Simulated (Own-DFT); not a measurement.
# Point defects and the pressure they add: L1_0 TiAl

No measurement is shown. These are fixed-geometry runs of a retired plane-wave code named Own-DFT, which no person has reviewed; spin and spin-orbit coupling are neglected.

Common settings: PBE; PseudoDojo norm-conserving scalar-relativistic files; cutoff 42 hartree; 4 x 4 x 4 k mesh centred on Gamma; cold (Marzari-Vanderbilt) smearing of 0.2 eV.

Limits: forces on such cells failed a check on a denser k mesh; stress not checked against mesh or cutoff.

All runs share one cell, with vectors in Å (5.622, 5.622, 0.000); (-5.622, 5.622, 0.000); (0.000, 0.000, 8.133) and a volume of 514.0 Å³. The atoms are randomly displaced, by u rms on each axis. The defect's site can differ from row to row.

| cell | formula | u (Å) | P (GPa) |
|---|---|---|---|
| no defect | Al16Ti16 | 0.0191 | 1.16 |
| no defect | Al16Ti16 | 0.0428 | 1.55 |
| no defect | Al16Ti16 | 0.0439 | 1.57 |
| one Ti vacancy | Al16Ti15 | 0.0270 | 0.41 |
| one Ti vacancy | Al16Ti15 | 0.0296 | 0.48 |
| one Ti vacancy | Al16Ti15 | 0.0304 | 0.61 |
| two Al vacancies | Al14Ti16 | 0.0293 | -0.61 |
| two Al vacancies | Al14Ti16 | 0.0332 | -0.60 |
| two Al vacancies | Al14Ti16 | 0.0492 | -0.26 |
| two Al vacancies | Al14Ti16 | 0.0496 | ? |

## Working it out

P = P0 + c u² + a shift for each defect gives P0 = 1.08 GPa, c = 254 ± 30 GPa/Å² and a scatter of 0.05 GPa. The shifts, and each times the cell's volume:

- one Ti vacancy: -0.79 ± 0.05 GPa, -2.5 eV
- two Al vacancies: -1.94 ± 0.04 GPa, -6.2 eV (-3.1 eV for each of its 2 sites)

A positive shift means that the defect pushes the cell outwards. Shift times volume (160.2 GPa Å³ is 1 eV) depends little on the cell's size, so, taken for each site, it can be compared between cells at like pressure. The atoms around the defects weren't relaxed, which would change these numbers.

## Prediction

Question: what pressure belongs in the blank (two Al vacancies, u = 0.0496 Å)?

Estimate: -0.23 ± 0.07 GPa. The calculation gave 0.10 GPa. The miss is larger than the scatter suggests: chance, or a term that the fit lacks.
